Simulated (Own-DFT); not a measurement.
# A change of arrangement and its cost: Ge32Si32, 64 atoms

These are calculations, not measurements. The program, named Own-DFT, is a retired in-house plane-wave density functional code that no person has reviewed. Each row is one single-point run on a periodic cell that was not relaxed, without spin or spin-orbit coupling.

Settings of every run: PBEsol; PseudoDojo norm-conserving scalar-relativistic files, made for PBE; cutoff 42 hartree; 3 x 3 x 3 k mesh centred on Gamma; Fermi-Dirac smearing of 0.1 eV.

Known limits, some of them of some rows only: not probed for a lower state with spin; forces on such cells passed a denser k mesh, each cell not checked; stress not checked against mesh or cutoff.

All cells hold the same atoms in the same cell, with vectors in Å (11.089, 0.000, 0.000); (0.000, 11.089, 0.000); (0.000, 0.000, 11.089). Every atom was moved at random from its ideal site; u is the rms move along one axis. The random placing of the alloy's atoms differs from row to row. E is the free energy of the cell above the lowest run. The arrangements:

- A: diamond-structure SiGe in clusters
- B: diamond-structure SiGe in ordered layers
- C: diamond-structure SiGe with randomly placed atoms

| arrangement | u (Å) | E (eV) | P (GPa) |
|---|---|---|---|
| A | 0.0299 | 0.238 | 0.65 |
| A | 0.0300 | 0.501 | 0.70 |
| A | 0.0316 | 0.437 | 0.70 |
| A | 0.0599 | 3.402 | 1.24 |
| A | 0.0611 | 3.739 | 1.34 |
| A | 0.0621 | 3.297 | 1.21 |
| B | 0.0279 | 0.225 | 0.63 |
| B | 0.0293 | 0.282 | 0.64 |
| B | 0.0312 | 0.428 | 0.66 |
| B | 0.0557 | 3.180 | 1.26 |
| B | 0.0587 | 3.332 | 1.20 |
| B | 0.0597 | 3.656 | 1.30 |
| C | 0.0296 | 0.243 | 0.54 |
| C | 0.0309 | 0.496 | 0.58 |
| C | 0.0309 | 0.000 | 0.46 |
| C | 0.0575 | 3.145 | 1.06 |
| C | 0.0600 | 2.829 | 0.99 |
| C | 0.0633 | 3.306 | 1.06 |

Question: once the cost of the random moves is taken out, how do the arrangements rank?

## Worked answer

Fit E = a + b u², with one b for all and one a for each arrangement, and with residuals divided by u², since the noise grows with the moves. Then b = 1127 eV/Å², the scatter at u = 0.04 Å is 0.21 eV, and against A:

- B: 0.01 ± 0.09 eV (not told apart from A)
- C: -0.15 ± 0.10 eV (not told apart from A)

These are energies of unrelaxed cells. Relaxing the atoms lowers the strained arrangements most, so the gaps would shrink and small ones could change sign.
